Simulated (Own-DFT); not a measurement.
# What a defect does to the pressure of its cell: wurtzite GaN

No measurement is shown. These are fixed-geometry runs of a retired plane-wave code named Own-DFT, which no person has reviewed; spin and spin-orbit coupling are neglected.

All runs used: PBE; PseudoDojo norm-conserving scalar-relativistic files; cutoff 42 hartree; 4 x 4 x 3 k mesh centred on Gamma; Fermi-Dirac smearing of 0.1 eV.

Limits (not all hold for every row): not probed for a lower state with spin; forces not confirmed at this smearing and k mesh; stress not checked against mesh or cutoff.

All runs share one cell, with vectors in Å (9.567, 0.000, 0.000); (-4.784, 8.285, 0.000); (0.000, 0.000, 10.370) and a volume of 822.0 Å³. The atoms are randomly displaced, by u rms on each axis. The defect's site can differ from row to row.

```
cell,formula,u (Å),P (GPa)
no defect,Ga36N36,0.0203,5.94
no defect,Ga36N36,0.0208,5.99
no defect,Ga36N36,0.0497,7.59
one Ga on an N site,Ga37N35,0.0316,12.08
one Ga on an N site,Ga37N35,0.0322,11.85
one Ga on an N site,Ga37N35,0.0486,13.42
one N on a Ga site,Ga35N37,0.0285,?
one N on a Ga site,Ga35N37,0.0300,5.53
one N on a Ga site,Ga35N37,0.0469,6.57
one N on a Ga site,Ga35N37,0.0527,7.09
```

## Working it out

P = P0 + c u² + a shift for each defect gives P0 = 5.55 GPa, c = 860 ± 61 GPa/Å² and a scatter of 0.15 GPa. The shifts, and each times the cell's volume:

- one Ga on an N site: 5.64 ± 0.12 GPa, 28.9 eV
- one N on a Ga site: -0.84 ± 0.13 GPa, -4.3 eV

Against the defect-free cell, a freed cell would be larger where the shift is positive and smaller where it is negative (160.2 GPa Å³ is 1 eV). The atoms around the defects weren't relaxed, which would change these numbers.

## Prediction

The question: what pressure belongs in the blank (one N on a Ga site, u = 0.0285 Å)?

From the fit: 5.41 ± 0.18 GPa. The calculation gave 5.39 GPa.
